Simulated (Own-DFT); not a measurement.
SiC (2H silicon carbide, atoms displaced) (calculated)

A calculation, not a measurement: plane-wave PBE density functional theory by an unreviewed code, no spin, of a simulated periodic cell, stress positive in tension, free energy of the whole cell less one offset for each atom, forces on such cells passed a denser k mesh, this cell's mesh not checked; offsets are fitted by least squares, one for each functional and potential file, so energies compare only between cells with the same atoms and settings and are not formation energies; the far tail of each file's local potential was reset to the Coulomb form; each entry is a single point on an unrelaxed cell, so the pressure reflects the starting lattice, mostly measured values (interpolated for alloys), from which strain is counted, and rises with the displacements; printed positions are rounded, which can move forces by about a meV/angstrom; the program, named Own-DFT, is a retired in-house code; no spin-orbit coupling. Program: Own-DFT development build.

Common to all runs: functional PBE; potential files PseudoDojo norm-conserving, scalar-relativistic, standard set; wave cutoff 42 hartree; occupations Fermi-Dirac; smearing width 0.1 eV; hardware one NVIDIA H100; k mesh 4 x 4 x 3 centred on Gamma.

(1) 
```cif
# cell vector a (Å): 9.2481 0.0000 0.0000
# cell vector b (Å): -4.6241 8.0091 0.0000
# cell vector c (Å): 0.0000 0.0000 10.0681
data_SiC
_symmetry_space_group_name_H-M 'P 1'
_symmetry_Int_Tables_number 1
_cell_length_a 9.2481
_cell_length_b 9.2481
_cell_length_c 10.0681
_cell_angle_alpha 90.000
_cell_angle_beta 90.000
_cell_angle_gamma 120.000
_cell_volume 745.73
loop_
_atom_site_label
_atom_site_type_symbol
_atom_site_fract_x
_atom_site_fract_y
_atom_site_fract_z
_atom_site_occupancy
Si1 Si 0.00681 0.99853 0.99795 1
Si2 Si 0.11525 0.21996 0.25573 1
C1 C 0.00094 0.99863 0.19030 1
C2 C 0.11409 0.22760 0.44086 1
Si3 Si 0.00764 0.00120 0.50092 1
Si4 Si 0.11770 0.22331 0.74750 1
C3 C 0.01069 0.00768 0.69689 1
C4 C 0.11098 0.22431 0.93499 1
Si5 Si 0.00544 0.33672 0.99882 1
Si6 Si 0.11198 0.55599 0.24962 1
C5 C 0.00616 0.33378 0.18463 1
C6 C 0.11007 0.55725 0.43850 1
Si7 Si 0.00181 0.33750 0.49970 1
Si8 Si 0.10813 0.55834 0.74802 1
C7 C 0.00461 0.33252 0.68664 1
C8 C 0.11257 0.55983 0.94178 1
Si9 Si 0.00396 0.66818 0.99994 1
Si10 Si 0.10792 0.88571 0.25282 1
C9 C 0.00192 0.66597 0.18854 1
C10 C 0.11503 0.88634 0.43880 1
Si11 Si 0.00240 0.67030 0.49040 1
Si12 Si 0.10770 0.89065 0.75078 1
C11 C 0.99460 0.66594 0.68957 1
C12 C 0.10933 0.89416 0.93882 1
Si13 Si 0.33417 0.00156 0.99236 1
Si14 Si 0.43923 0.21996 0.25118 1
C13 C 0.33414 0.99936 0.18410 1
C14 C 0.44264 0.21943 0.43350 1
Si15 Si 0.32628 0.99640 0.50283 1
Si16 Si 0.44351 0.22086 0.75396 1
C15 C 0.33637 0.00181 0.68605 1
C16 C 0.44326 0.22366 0.93647 1
Si17 Si 0.33278 0.33169 0.99997 1
Si18 Si 0.44497 0.55337 0.24789 1
C17 C 0.33481 0.33820 0.18984 1
C18 C 0.44683 0.55548 0.43360 1
Si19 Si 0.33762 0.33685 0.50538 1
Si20 Si 0.44771 0.55391 0.75326 1
C19 C 0.32736 0.32770 0.68336 1
C20 C 0.44708 0.55834 0.94019 1
Si21 Si 0.33483 0.67137 0.00316 1
Si22 Si 0.43945 0.89171 0.25112 1
C21 C 0.33769 0.67268 0.19167 1
C22 C 0.44152 0.88541 0.43950 1
Si23 Si 0.33904 0.66910 0.49994 1
Si24 Si 0.44977 0.89261 0.74984 1
C23 C 0.34154 0.66679 0.68744 1
C24 C 0.44040 0.89077 0.93490 1
Si25 Si 0.66992 0.00898 0.00538 1
Si26 Si 0.77618 0.21971 0.25052 1
C25 C 0.66090 0.99990 0.19023 1
C26 C 0.77350 0.21424 0.43728 1
Si27 Si 0.65961 0.99785 0.50116 1
Si28 Si 0.77835 0.22357 0.75163 1
C27 C 0.66264 0.99708 0.68926 1
C28 C 0.77740 0.21943 0.93813 1
Si29 Si 0.66310 0.33584 0.00249 1
Si30 Si 0.77068 0.55459 0.25112 1
C29 C 0.67076 0.33602 0.18955 1
C30 C 0.77715 0.55846 0.43969 1
Si31 Si 0.66221 0.32703 0.49662 1
Si32 Si 0.78003 0.56095 0.75183 1
C31 C 0.67235 0.32900 0.69004 1
C32 C 0.77896 0.55873 0.93858 1
Si33 Si 0.67073 0.66975 0.00054 1
Si34 Si 0.77936 0.88970 0.25244 1
C33 C 0.67086 0.67066 0.18643 1
C34 C 0.77386 0.88468 0.43829 1
Si35 Si 0.66977 0.67413 0.50420 1
Si36 Si 0.77698 0.88654 0.75047 1
C35 C 0.67542 0.66785 0.68927 1
C36 C 0.78063 0.88839 0.93946 1
_calc_free_energy_of_cell_above_offsets '-10.306'  # eV
_calc_pressure 3.93  # GPa
_calc_stress_xx -2.6  # GPa
_calc_stress_yy -3.42  # GPa
_calc_stress_zz -5.77  # GPa
_calc_stress_yz 0.3  # GPa
_calc_stress_xz -0.14  # GPa
_calc_stress_xy 1.11  # GPa
_calc_wall_time 357  # s
```

Force:
```csv
element,x (eV/Å),y (eV/Å),z (eV/Å)
Si,-2.563,1.202,0.919
Si,-0.882,0.547,-0.98
C,0.042,0.286,-0.095
C,0.476,-0.721,0.06
Si,-1.412,0.194,0.513
Si,-1.604,0.568,0.913
C,-1.677,-1.46,-2.234
C,0.849,-0.18,0.371
Si,-0.672,-0.408,0.05
Si,0.323,-0.244,-0.075
C,-0.526,-0.442,1.123
C,0.741,0.012,-0.252
Si,-0.438,-0.739,0.131
Si,1.303,-0.183,0.296
C,-0.817,0.279,0.442
C,0.465,-0.307,-1.067
Si,-0.932,0.268,0.439
Si,0.757,0.295,-1.141
C,-0.795,-0.075,0.198
C,-1.246,0.783,-0.405
Si,-0.559,-1.476,2.125
Si,1.576,-0.583,0.136
C,0.964,0.965,-0.998
C,2.083,-1.336,-0.66
Si,-0.436,-0.181,1.312
Si,0.863,0.339,-0.982
C,-1.177,0.372,0.147
C,-0.522,-0.174,1.417
Si,1.85,0.815,-0.462
Si,0.607,0.374,-1.602
C,-0.652,-0.494,0.993
C,0.109,0.08,0.619
Si,-0.67,0.679,0.202
Si,-0.035,1.47,0.222
C,0.399,-1.303,-0.659
C,0.085,0.195,1.258
Si,-0.057,-0.157,-2.216
Si,-0.255,0.143,-0.464
C,2.084,1.424,1.796
C,-0.078,-0.352,0.079
Si,0.229,-0.126,-0.29
Si,0.963,-0.257,0.214
C,-0.131,-0.787,-0.485
C,-0.679,0.785,-0.258
Si,-0.451,-0.994,-0.038
Si,-0.86,-1.1,-0.12
C,-1.119,0.118,0.291
C,1.226,0.143,0.56
Si,0.232,-1.919,-0.892
Si,0.633,0.617,-0.292
C,0.882,-0.054,0.166
C,0.208,1.217,0.115
Si,1.022,-0.185,0.05
Si,1.284,-0.752,-0.142
C,1.329,0.739,-0.294
C,-0.307,1.607,0.308
Si,1.247,-0.027,-0.423
Si,1.343,0.461,0.034
C,-1.06,-0.626,-0.026
C,-0.013,-0.559,-0.286
Si,0.516,0.877,0.732
Si,0.773,-1.801,-0.054
C,-2.206,1.113,-0.545
C,0.308,-0.342,0.149
Si,-0.322,0.02,0.033
Si,-0.625,0.058,-0.538
C,-0.643,-0.397,0.256
C,0.582,1.697,0.576
Si,0.213,-1.751,-0.808
Si,0.206,1.094,0.525
C,-1.761,-0.074,-0.069
C,-0.592,0.73,0.079
```

(2) 
```cif
# cell vector a (Å): 9.2481 0.0000 0.0000
# cell vector b (Å): -4.6241 8.0091 0.0000
# cell vector c (Å): 0.0000 0.0000 10.0681
data_SiC
_symmetry_space_group_name_H-M 'P 1'
_symmetry_Int_Tables_number 1
_cell_length_a 9.2481
_cell_length_b 9.2481
_cell_length_c 10.0681
_cell_angle_alpha 90.000
_cell_angle_beta 90.000
_cell_angle_gamma 120.000
_cell_volume 745.73
loop_
_atom_site_label
_atom_site_type_symbol
_atom_site_fract_x
_atom_site_fract_y
_atom_site_fract_z
_atom_site_occupancy
Si1 Si 0.99957 0.99999 0.00573 1
Si2 Si 0.10120 0.21509 0.24536 1
C1 C 0.00013 0.00195 0.18343 1
C2 C 0.11441 0.22437 0.44026 1
Si3 Si 0.99921 0.00020 0.50375 1
Si4 Si 0.11330 0.22223 0.74951 1
C3 C 0.99757 0.00107 0.68789 1
C4 C 0.11488 0.22080 0.92997 1
Si5 Si 0.00038 0.32955 0.99738 1
Si6 Si 0.10324 0.55245 0.25288 1
C5 C 0.99725 0.32899 0.18820 1
C6 C 0.11223 0.55196 0.43945 1
Si7 Si 0.00644 0.34351 0.49809 1
Si8 Si 0.10991 0.55807 0.74867 1
C7 C 0.00804 0.33663 0.68199 1
C8 C 0.11712 0.55844 0.93586 1
Si9 Si 0.00155 0.67011 0.99818 1
Si10 Si 0.11535 0.88654 0.24817 1
C9 C 0.99970 0.67338 0.19325 1
C10 C 0.10831 0.88431 0.43694 1
Si11 Si 0.99950 0.66753 0.49960 1
Si12 Si 0.11364 0.89297 0.74784 1
C11 C 0.00158 0.67008 0.69353 1
C12 C 0.11002 0.88916 0.93329 1
Si13 Si 0.33610 0.00584 0.99583 1
Si14 Si 0.44593 0.22191 0.24847 1
C13 C 0.33434 0.99572 0.19258 1
C14 C 0.44813 0.21915 0.43381 1
Si15 Si 0.33151 0.00311 0.50600 1
Si16 Si 0.43931 0.22147 0.74825 1
C15 C 0.32557 0.99501 0.68634 1
C16 C 0.44246 0.22065 0.93843 1
Si17 Si 0.33713 0.33896 0.00341 1
Si18 Si 0.43979 0.55056 0.24777 1
C17 C 0.33601 0.33407 0.18552 1
C18 C 0.44111 0.54943 0.44102 1
Si19 Si 0.33184 0.32755 0.50032 1
Si20 Si 0.44850 0.55729 0.75215 1
C19 C 0.33339 0.33412 0.68488 1
C20 C 0.44941 0.55639 0.93723 1
Si21 Si 0.33029 0.66737 0.00142 1
Si22 Si 0.44772 0.88981 0.25218 1
C21 C 0.32897 0.65695 0.19235 1
C22 C 0.44112 0.88734 0.44174 1
Si23 Si 0.32494 0.66384 0.50419 1
Si24 Si 0.44686 0.88506 0.74835 1
C23 C 0.33396 0.66514 0.69236 1
C24 C 0.44252 0.88553 0.94013 1
Si25 Si 0.66928 0.00466 0.00034 1
Si26 Si 0.78009 0.22373 0.24861 1
C25 C 0.66674 0.99991 0.18607 1
C26 C 0.77838 0.22466 0.43191 1
Si27 Si 0.66750 0.99976 0.50196 1
Si28 Si 0.77473 0.21981 0.75108 1
C27 C 0.66138 0.00081 0.69193 1
C28 C 0.77127 0.22131 0.93364 1
Si29 Si 0.66434 0.33134 0.99995 1
Si30 Si 0.78307 0.56124 0.25764 1
C29 C 0.66624 0.33866 0.18872 1
C30 C 0.77252 0.54473 0.43829 1
Si31 Si 0.66461 0.33744 0.50384 1
Si32 Si 0.77525 0.55280 0.74887 1
C31 C 0.66897 0.33860 0.68900 1
C32 C 0.78233 0.56601 0.93373 1
Si33 Si 0.66496 0.66920 0.00120 1
Si34 Si 0.77504 0.89392 0.25118 1
C33 C 0.66981 0.66799 0.19085 1
C34 C 0.77941 0.88943 0.43596 1
Si35 Si 0.66609 0.66345 0.49617 1
Si36 Si 0.77771 0.89307 0.74785 1
C35 C 0.66302 0.66521 0.68570 1
C36 C 0.78020 0.88955 0.93584 1
_calc_free_energy_of_cell_above_offsets '-10.083'  # eV
_calc_pressure 3.94  # GPa
_calc_stress_xx -1.89  # GPa
_calc_stress_yy -3.56  # GPa
_calc_stress_zz -6.37  # GPa
_calc_stress_yz 0.45  # GPa
_calc_stress_xz -0.3  # GPa
_calc_stress_xy -0.7  # GPa
_calc_wall_time 348.5  # s
```

Force:
```csv
element,x (eV/Å),y (eV/Å),z (eV/Å)
Si,0.298,-0.063,-2.763
Si,1.846,1.37,1.437
C,0.185,-1.014,1.686
C,-0.705,-0.768,-1.043
Si,0.144,0.19,-1.132
Si,-0.233,0.318,-1.091
C,0.369,-0.025,0.03
C,-0.498,0.261,2.265
Si,-0.241,0.623,-0.408
Si,1.146,0.347,-0.563
C,-0.313,0.726,-0.794
C,-1.442,1.609,-0.572
Si,-0.181,-2.977,0.102
Si,0.679,-0.395,0.36
C,-1.422,-0.366,1.436
C,-1.332,-0.956,0.616
Si,0.122,-0.292,0.085
Si,-0.997,1.437,0.818
C,0.809,-1.58,-1.239
C,-0.187,0.947,0.273
Si,0.081,-0.676,0.786
Si,-1.259,-0.825,0.615
C,-0.385,-0.364,-1.561
C,0.338,0.675,1.207
Si,-0.099,-1.756,0.991
Si,-0.137,-0.189,0.05
C,-0.095,0.856,-1.454
C,-1.032,0.291,1.227
Si,0.527,-0.787,-2.02
Si,0.633,0.078,0.307
C,1.536,1.121,0.916
C,0,1.019,-0.481
Si,-0.06,-0.826,-1.232
Si,0.919,0.431,1.306
C,-0.79,-1.028,0.624
C,-0.311,0.616,-0.677
Si,0.35,0.697,-0.689
Si,-0.521,-0.586,-0.622
C,0.242,-0.158,0.822
C,-1.055,0.174,0.48
Si,1.15,-0.297,0.341
Si,-0.324,-1.05,0.209
C,-0.931,1.368,-0.703
C,0.303,0.118,0.056
Si,2.228,0.401,-0.347
Si,-1.694,0.018,0.975
C,-0.299,-0.026,-0.602
C,0.148,0.998,-0.464
Si,-0.062,-1.284,-0.603
Si,-1.263,-0.219,-0.113
C,-0.366,0.58,0.28
C,0.216,-0.011,1.833
Si,-0.47,0.35,-0.555
Si,0.539,1.171,-1.099
C,1.174,0.253,-1.079
C,1.163,0.451,1.066
Si,-0.256,1.555,-0.058
Si,-0.996,-0.825,-1.705
C,1.034,-0.278,-0.367
C,0.239,2.492,0.597
Si,1.031,-2.052,-0.753
Si,-0.093,1.665,0.348
C,-0.246,-1.571,-0.022
C,-0.083,-1.677,1.037
Si,1.079,0.212,0.095
Si,1.171,-0.98,-0.518
C,-0.753,0.23,-0.026
C,-0.25,-0.122,0.74
Si,-0.722,0.081,0.434
Si,0.266,-1.013,0.499
C,0.826,0.743,-0.124
C,-0.689,0.57,0.529
```

(3) 
```cif
# cell vector a (Å): 9.2481 0.0000 0.0000
# cell vector b (Å): -4.6241 8.0091 0.0000
# cell vector c (Å): 0.0000 0.0000 10.0681
data_SiC
_symmetry_space_group_name_H-M 'P 1'
_symmetry_Int_Tables_number 1
_cell_length_a 9.2481
_cell_length_b 9.2481
_cell_length_c 10.0681
_cell_angle_alpha 90.000
_cell_angle_beta 90.000
_cell_angle_gamma 120.000
_cell_volume 745.73
loop_
_atom_site_label
_atom_site_type_symbol
_atom_site_fract_x
_atom_site_fract_y
_atom_site_fract_z
_atom_site_occupancy
Si1 Si 0.00309 0.00563 0.00534 1
Si2 Si 0.10857 0.22174 0.24833 1
C1 C 0.99469 0.99544 0.18924 1
C2 C 0.10419 0.22070 0.44063 1
Si3 Si 0.00377 0.00146 0.50139 1
Si4 Si 0.11296 0.22356 0.75004 1
C3 C 0.00116 0.00061 0.68737 1
C4 C 0.10698 0.21579 0.93565 1
Si5 Si 0.99850 0.32866 0.99416 1
Si6 Si 0.10969 0.55479 0.25224 1
C5 C 0.99682 0.32813 0.18867 1
C6 C 0.11453 0.56229 0.43166 1
Si7 Si 0.99869 0.33458 0.50016 1
Si8 Si 0.10517 0.55111 0.74558 1
C7 C 0.99870 0.32670 0.68567 1
C8 C 0.11085 0.54848 0.93760 1
Si9 Si 0.99492 0.66273 0.99962 1
Si10 Si 0.10741 0.88588 0.24768 1
C9 C 0.99944 0.67119 0.18928 1
C10 C 0.10957 0.89030 0.43658 1
Si11 Si 0.99705 0.66888 0.49961 1
Si12 Si 0.10985 0.89085 0.75199 1
C11 C 0.99937 0.66973 0.68661 1
C12 C 0.11033 0.88624 0.93775 1
Si13 Si 0.33614 0.00238 0.99879 1
Si14 Si 0.44262 0.21865 0.25377 1
C13 C 0.32886 0.99860 0.18565 1
C14 C 0.44437 0.22226 0.43812 1
Si15 Si 0.33123 0.99843 0.49684 1
Si16 Si 0.43589 0.20947 0.75044 1
C15 C 0.33086 0.99923 0.68977 1
C16 C 0.44816 0.21752 0.93865 1
Si17 Si 0.33077 0.33273 0.00262 1
Si18 Si 0.44505 0.56443 0.24790 1
C17 C 0.33400 0.33014 0.18689 1
C18 C 0.44729 0.55245 0.44019 1
Si19 Si 0.33611 0.33719 0.50107 1
Si20 Si 0.44703 0.55814 0.75355 1
C19 C 0.33334 0.33591 0.68406 1
C20 C 0.44366 0.55632 0.93751 1
Si21 Si 0.33863 0.67325 0.00240 1
Si22 Si 0.44340 0.89263 0.25077 1
C21 C 0.33436 0.66463 0.18810 1
C22 C 0.44215 0.88632 0.43869 1
Si23 Si 0.33065 0.65924 0.49991 1
Si24 Si 0.44989 0.88910 0.75000 1
C23 C 0.33276 0.66355 0.68999 1
C24 C 0.44087 0.88473 0.94124 1
Si25 Si 0.66590 0.00443 0.00177 1
Si26 Si 0.77818 0.21875 0.25019 1
C25 C 0.66988 0.00695 0.18658 1
C26 C 0.77353 0.21990 0.43782 1
Si27 Si 0.66915 0.00064 0.49764 1
Si28 Si 0.77804 0.22252 0.75085 1
C27 C 0.66600 0.00117 0.68318 1
C28 C 0.77696 0.22337 0.93713 1
Si29 Si 0.66690 0.33032 0.99867 1
Si30 Si 0.77440 0.55356 0.24681 1
C29 C 0.67120 0.33549 0.19011 1
C30 C 0.78158 0.55715 0.43559 1
Si31 Si 0.66784 0.33237 0.50220 1
Si32 Si 0.77596 0.55416 0.75436 1
C31 C 0.66601 0.33067 0.68915 1
C32 C 0.78429 0.55549 0.93496 1
Si33 Si 0.66437 0.66866 0.00467 1
Si34 Si 0.77652 0.88878 0.24986 1
C33 C 0.66601 0.67023 0.19243 1
C34 C 0.77560 0.88949 0.44013 1
Si35 Si 0.66310 0.66573 0.49976 1
Si36 Si 0.77511 0.88009 0.74742 1
C35 C 0.66561 0.66928 0.68865 1
C36 C 0.77670 0.88084 0.94081 1
_calc_free_energy_of_cell_above_offsets '-10.672'  # eV
_calc_pressure 3.8  # GPa
_calc_stress_xx -1.88  # GPa
_calc_stress_yy -3.78  # GPa
_calc_stress_zz -5.76  # GPa
_calc_stress_yz 0.09  # GPa
_calc_stress_xz -0.21  # GPa
_calc_stress_xy -0.11  # GPa
_calc_wall_time 381.5  # s
```

Force:
```csv
element,x (eV/Å),y (eV/Å),z (eV/Å)
Si,0.019,-2.236,-1.106
Si,0.53,-0.268,0.842
C,0.397,0.909,0.156
C,1.245,0.668,-0.763
Si,-0.951,-0.165,-0.216
Si,0.178,-0.554,-0.645
C,-0.232,-0.153,0.34
C,0.436,1.124,0.313
Si,-0.072,0.495,1.272
Si,-0.162,-0.104,-1.677
C,0.097,0.907,-0.712
C,-0.345,-1.098,2.075
Si,-0.25,-0.088,-0.623
Si,0.629,0.507,0.834
C,-0.698,0.972,0.436
C,-0.42,1.095,-0.063
Si,1.689,0.627,0.175
Si,-0.004,0.805,0.511
C,0.292,-1.492,-0.64
C,0.286,-0.096,-0.139
Si,0.691,0.153,-0.181
Si,0.269,-0.405,-0.169
C,-0.028,-0.63,0.183
C,-0.118,0.584,0.57
Si,-0.65,-1.195,0.187
Si,0.247,0.613,-0.896
C,0.42,0.155,0.493
C,-0.04,-0.045,0.451
Si,0.13,0.066,0.794
Si,0.319,2.52,-0.133
C,0.493,-1.297,-0.773
C,-1.344,0.952,-0.292
Si,0.671,-0.19,-0.79
Si,1.138,-2.16,0.935
C,-0.571,0.749,0.689
C,-1.115,0.55,-1.067
Si,-0.489,-1.334,-0.606
Si,-0.339,-0.658,-0.758
C,0.613,-0.359,1.606
C,0.346,-0.262,0.888
Si,-0.691,-2.061,-0.482
Si,0.315,-0.47,-0.118
C,-1.274,1.129,0.027
C,0.316,0.01,-0.137
Si,0.13,1.156,0.268
Si,-1.144,-0.377,-0.135
C,-0.402,0.226,-0.424
C,0.594,1.514,-0.76
Si,0.821,-1.105,-0.717
Si,-0.437,1.252,0.401
C,-0.332,-1.559,0.394
C,0.61,0.457,-0.066
Si,-0.917,-0.206,0.252
Si,-0.009,-0.494,-0.642
C,0.731,-0.283,1.182
C,0.467,-0.578,-0.171
Si,-0.113,0.896,0.57
Si,0.414,0.592,0.859
C,-0.666,-0.914,-0.715
C,-1.053,-0.494,0.404
Si,-0.401,0.327,-0.396
Si,0.046,0.077,-1.566
C,-0.505,0.197,0.188
C,-2.049,-0.621,1.42
Si,0.854,-0.971,-0.557
Si,-0.31,0.527,0.596
C,0.109,-0.594,-0.753
C,0.783,-0.255,-0.552
Si,1.205,0.298,0.101
Si,-0.258,2.298,0.883
C,0.553,-1.578,-0.344
C,-0.692,1.943,-0.509
```

(4) 
```cif
# cell vector a (Å): 9.2481 0.0000 0.0000
# cell vector b (Å): -4.6241 8.0091 0.0000
# cell vector c (Å): 0.0000 0.0000 10.0681
data_SiC
_symmetry_space_group_name_H-M 'P 1'
_symmetry_Int_Tables_number 1
_cell_length_a 9.2481
_cell_length_b 9.2481
_cell_length_c 10.0681
_cell_angle_alpha 90.000
_cell_angle_beta 90.000
_cell_angle_gamma 120.000
_cell_volume 745.73
loop_
_atom_site_label
_atom_site_type_symbol
_atom_site_fract_x
_atom_site_fract_y
_atom_site_fract_z
_atom_site_occupancy
Si1 Si 0.00476 0.00061 0.99867 1
Si2 Si 0.11138 0.22150 0.25601 1
C1 C 0.99798 0.99849 0.18629 1
C2 C 0.11090 0.22288 0.43681 1
Si3 Si 0.00434 0.00320 0.49556 1
Si4 Si 0.10821 0.21670 0.74865 1
C3 C 0.99847 0.00169 0.68690 1
C4 C 0.11161 0.22508 0.93565 1
Si5 Si 0.00042 0.33301 0.99694 1
Si6 Si 0.10649 0.55213 0.24767 1
C5 C 0.99806 0.33554 0.18448 1
C6 C 0.11754 0.55675 0.43964 1
Si7 Si 0.00592 0.33050 0.49725 1
Si8 Si 0.10980 0.56288 0.74875 1
C7 C 0.99825 0.33371 0.68617 1
C8 C 0.11012 0.55156 0.93990 1
Si9 Si 0.00140 0.66604 0.00284 1
Si10 Si 0.11706 0.89146 0.24705 1
C9 C 0.99538 0.66161 0.18631 1
C10 C 0.11232 0.88953 0.44065 1
Si11 Si 0.99879 0.66834 0.49941 1
Si12 Si 0.11301 0.88546 0.75211 1
C11 C 0.00209 0.67189 0.68276 1
C12 C 0.10955 0.89245 0.93360 1
Si13 Si 0.33670 0.00233 0.99959 1
Si14 Si 0.45282 0.22313 0.25194 1
C13 C 0.33874 0.00086 0.18316 1
C14 C 0.44619 0.22110 0.44300 1
Si15 Si 0.33779 0.00215 0.50057 1
Si16 Si 0.44405 0.22179 0.74945 1
C15 C 0.33765 0.00509 0.68397 1
C16 C 0.43670 0.22017 0.93860 1
Si17 Si 0.33866 0.33216 0.99233 1
Si18 Si 0.44774 0.55275 0.24519 1
C17 C 0.32919 0.33351 0.18167 1
C18 C 0.44871 0.56227 0.44245 1
Si19 Si 0.34057 0.34204 0.49901 1
Si20 Si 0.44391 0.55968 0.74755 1
C19 C 0.33261 0.33870 0.68785 1
C20 C 0.44343 0.55946 0.93126 1
Si21 Si 0.33016 0.66630 0.00643 1
Si22 Si 0.44018 0.88350 0.24778 1
C21 C 0.33304 0.66958 0.18758 1
C22 C 0.44271 0.88885 0.43730 1
Si23 Si 0.33282 0.66831 0.50657 1
Si24 Si 0.43966 0.88292 0.75441 1
C23 C 0.33288 0.66634 0.68533 1
C24 C 0.44054 0.88662 0.93885 1
Si25 Si 0.67301 0.00925 0.00193 1
Si26 Si 0.78309 0.23030 0.25194 1
C25 C 0.66947 0.00576 0.18663 1
C26 C 0.77026 0.21642 0.43766 1
Si27 Si 0.65997 0.98788 0.50628 1
Si28 Si 0.77920 0.22534 0.75008 1
C27 C 0.65919 0.00110 0.68389 1
C28 C 0.77089 0.21451 0.94153 1
Si29 Si 0.67265 0.33663 0.99863 1
Si30 Si 0.77094 0.55358 0.25046 1
C29 C 0.66984 0.33293 0.18980 1
C30 C 0.77777 0.55321 0.44041 1
Si31 Si 0.65904 0.33251 0.50074 1
Si32 Si 0.77630 0.56039 0.75479 1
C31 C 0.66623 0.33684 0.69078 1
C32 C 0.77028 0.55511 0.93785 1
Si33 Si 0.66432 0.67080 0.99899 1
Si34 Si 0.77567 0.89436 0.24828 1
C33 C 0.66970 0.65928 0.18433 1
C34 C 0.77612 0.88185 0.43317 1
Si35 Si 0.67097 0.67380 0.49664 1
Si36 Si 0.77634 0.88914 0.75265 1
C35 C 0.65903 0.66292 0.68961 1
C36 C 0.78036 0.88579 0.93823 1
_calc_stress_zz ?
```

To be estimated
1. Estimate the stress zz of SiC (2H silicon carbide, atoms displaced) (entry 4).

## Answers
1. -6.56 GPa

Further results for SiC (2H silicon carbide, atoms displaced) (entry 4):

| Quantity | Value |
| --- | --- |
| free energy of cell above offsets | -9.721 eV |
| pressure | 4.06 GPa |
| stress xx | -1.97 GPa |
| stress yy | -3.65 GPa |
| stress yz | 0.28 GPa |
| stress xz | 0.41 GPa |
| stress xy | 0.47 GPa |
| wall time | 370.4 s |

Force:
```csv
element,x (eV/Å),y (eV/Å),z (eV/Å)
Si,-1.124,0.599,0.098
Si,-0.299,0.204,-2.465
C,0.504,0.356,0.482
C,1.359,0.052,0.358
Si,-0.575,-0.843,0.88
Si,-0.306,1.496,-0.023
C,0.399,-1.018,-0.324
C,0.396,-0.651,0.132
Si,-0.059,-0.563,0.393
Si,0.618,0.668,0.813
C,0.984,-0.513,0.564
C,-1.159,-0.415,-0.54
Si,-2.668,0.625,0.661
Si,0.85,-1.502,0.001
C,0.433,0.248,0.406
C,-0.736,1.016,-0.688
Si,-0.847,0.054,-0.939
Si,-0.789,-0.598,0.447
C,0.09,0.911,0.804
C,0.416,0.342,-1.13
Si,0.814,-0.548,-0.611
Si,-0.686,1.519,-1.521
C,-0.607,-0.599,1.42
C,1.481,-1.026,1.307
Si,-0.67,-0.401,-0.59
Si,-1.494,-0.151,-0.465
C,-0.574,0.095,1.081
C,-1.302,0.338,-1.412
Si,-0.488,-0.671,-0.123
Si,-0.421,0.666,0.004
C,-0.229,-1.147,1.35
C,2.601,-0.075,-0.687
Si,-2.355,1.191,0.921
Si,-0.922,0.441,0.816
C,1.191,-0.439,1.081
C,-0.035,-0.367,-1.472
Si,-0.368,-0.856,0.552
Si,-0.284,-0.791,0.21
C,0.399,-0.896,-0.157
C,0.054,-0.187,1.533
Si,0.592,-0.136,-1.65
Si,0.767,1.375,0.617
C,0.466,-1.265,0.498
C,0.214,-0.513,-0.092
Si,0.16,0.225,-2.062
Si,-0.051,1.162,-0.956
C,-0.727,0.297,1.447
C,0.667,0.352,0.348
Si,-0.126,-3.208,0.032
Si,-0.081,-1.366,0.291
C,-0.451,-0.41,0.399
C,0.946,0.399,0.619
Si,0.009,1.618,-2.392
Si,-0.492,-0.492,-0.522
C,1.133,-0.434,2.397
C,0.683,2.668,-1.56
Si,-1.496,-0.651,0.415
Si,1.93,-0.14,0.474
C,-0.463,0.486,-0.706
C,-0.658,0.398,-0.594
Si,2.359,0.231,0.754
Si,0.183,-0.479,-1.302
C,0.195,0.1,-0.004
C,1.445,0.45,0.463
Si,0.175,-1.023,-0.174
Si,0.874,-1.169,-0.465
C,-2.17,1.783,0.186
C,-0.088,2.151,0.53
Si,0.389,-1.939,1.23
Si,-0.316,-0.022,-0.859
C,1.118,1.517,-0.782
C,-0.778,1.471,0.256
```
